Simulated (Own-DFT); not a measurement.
# How strain changes the stress of hcp Hf, 36 atoms (Hf36)

All numbers below are calculated, not measured. The program, named Own-DFT, is a retired in-house plane-wave density functional code that no person has reviewed. Each row is one single-point run on a periodic cell that was not relaxed, without spin or spin-orbit coupling.

Settings of every run: PBE; PseudoDojo norm-conserving scalar-relativistic files; cutoff 42 hartree; 4 x 4 x 4 k mesh centred on Gamma; cold (Marzari-Vanderbilt) smearing of 0.2 eV.

Known limits: hafnium file: forces about 75 meV/angstrom off all-electron values; forces on such cells passed a denser k mesh, each cell not checked; stress not checked against mesh or cutoff.

Unstrained cell vectors in Å: (9.589, 0.000, 0.000); (-4.795, 8.304, 0.000); (0.000, 0.000, 10.102). The unstrained cell has measured lattice constants (interpolated for alloys), not those of this functional. That, the random moves and any unrelaxed bonds set the pressure at no strain. Each run strains this cell uniformly, with the atoms carried along. Every atom was also moved at random, by a Gaussian of width 0.05 Å on each axis. Strain is the symmetric tensor, in per cent. Stress is positive in tension, and the pressure is minus a third of its trace.

| run | e_xx (%) | e_yy (%) | e_zz (%) | e_yz (%) | e_xz (%) | e_xy (%) | s_xx (GPa) | s_yy (GPa) | s_zz (GPa) | s_yz (GPa) | s_xz (GPa) | s_xy (GPa) | P (GPa) | E (meV/atom) |
|---|---|---|---|---|---|---|---|---|---|---|---|---|---|---|
| 1 | -1.90 | -0.68 | 0.05 | -1.03 | -1.20 | -1.68 | -5.67 | -4.19 | -3.80 | -1.20 | -1.37 | -2.66 | 4.55 | 25.0 |
| 2 | -1.57 | -1.68 | 1.26 | -0.38 | -1.97 | 1.23 | -4.99 | -4.52 | -1.79 | -0.26 | -1.79 | 1.95 | 3.77 | 17.3 |
| 3 | -0.21 | -0.95 | -0.28 | 0.65 | 1.55 | -1.34 | -2.73 | -3.52 | -3.14 | 0.74 | 1.49 | -1.83 | 3.13 | 7.1 |
| 4 | 0.21 | 1.95 | 1.58 | -1.27 | 1.72 | 1.40 | 1.43 | 3.25 | 2.81 | -1.16 | 1.61 | 1.75 | -2.50 | 5.8 |
| 5 | 0.62 | 0.81 | 1.96 | -1.94 | 1.97 | -1.14 | 1.52 | 2.26 | 3.07 | -1.71 | 1.86 | -1.33 | -2.28 | 3.9 |
| 6 | 0.90 | -1.75 | 1.97 | -1.16 | 1.47 | -0.99 | 0.86 | -3.07 | 1.36 | -1.08 | 1.30 | -1.43 | 0.28 | 10.5 |
| 7 | 1.76 | -0.36 | 0.45 | -0.07 | 0.87 | 1.17 | 1.89 | -0.62 | 0.10 | -0.03 | 0.69 | 1.57 | -0.46 | 7.4 |
| 8 | 0.05 | 1.42 | 1.03 | -0.22 | 1.66 | -1.90 | 0.48 | 1.85 | 1.12 | -0.08 | 1.57 | -2.17 | -1.15 | 6.8 |
| 9 | 1.60 | 1.96 | 0.35 | 0.24 | -0.29 | -1.81 | 2.91 | 3.36 | 1.55 | 0.24 | -0.20 | -2.12 | -2.60 | 4.6 |
| 10 | 0.86 | -1.65 | -1.82 | 1.23 | 1.86 | -1.93 | -2.12 | -5.83 | -6.42 | 1.28 | 1.87 | -2.79 | 4.79 | 32.6 |
| 11 | 0.18 | -1.39 | 1.82 | 0.97 | -0.47 | 1.95 | -0.44 | -2.89 | 1.19 | 1.00 | -0.55 | 3.03 | 0.71 | 6.0 |
| 12 | 0.26 | -0.76 | 0.50 | -1.81 | -0.71 | 0.82 | -0.75 | -2.25 | -1.10 | -1.86 | -0.69 | 0.96 | 1.36 | 0.0 |
| 13 | -0.73 | -1.65 | -0.78 | -1.43 | -1.28 | 1.61 | -4.57 | -5.76 | -5.05 | -1.35 | -1.20 | 2.53 | 5.13 | 15.5 |
| 14 | -1.26 | -0.04 | -0.79 | -1.21 | 0.50 | -1.29 | -4.37 | -2.97 | -4.21 | -1.28 | 0.45 | -1.95 | 3.85 | 7.8 |
| 15 | 0.68 | -1.00 | -0.81 | 0.05 | 0.99 | -1.90 | -1.23 | -3.66 | -3.71 | 0.10 | 0.86 | -2.27 | 2.87 | 12.1 |
| 16 | -1.85 | 0.61 | -0.31 | 1.42 | 0.47 | 0.19 | ? | ? | ? | ? | ? | ? | ? | ? |

E is the free energy for each atom above the lowest run shown.

## Worked fit

Each stress component was fitted by least squares to a constant and the strains of the runs shown, as fractions, with shears doubled. Shear strains stay in the fit of a normal stress only where such slopes are resolved. The slopes, in GPa:

| stress | at no strain | per e_xx | per e_yy | per e_zz | scatter |
|---|---|---|---|---|---|
| s_xx | -1.5 | 197 ± 6 | 61 ± 5 | 74 ± 5 | 0.22 |
| s_yy | -1.6 | 61 ± 6 | 190 ± 5 | 79 ± 6 | 0.24 |
| s_zz | -1.9 | 73 ± 5 | 73 ± 4 | 202 ± 4 | 0.18 |

Each shear stress against twice its own strain: yz 50 ± 1, xz 47 ± 2, xy 68 ± 3 GPa. These are stiffnesses along x, y and z of the frame in which the cell vectors are given, which need not be the crystal's axes. The atoms are held to the strained lattice; where symmetry lets them move under strain, relaxing them would lower some slopes. The table should be nearly symmetric about its diagonal, and what it lacks of that shows the noise. A ninth of its sum, 112 ± 2 GPa, estimates the bulk modulus near the mean pressure of these runs, 1.4 GPa.

## Withheld run

Question: what normal stresses and pressure should run 16 give?

The fit gives s_xx = -5.0, s_yy = -1.8, s_zz = -3.4 and P = 3.4 GPa. The calculation gave -5.06, -1.52, -3.18 and P = 3.25 GPa.
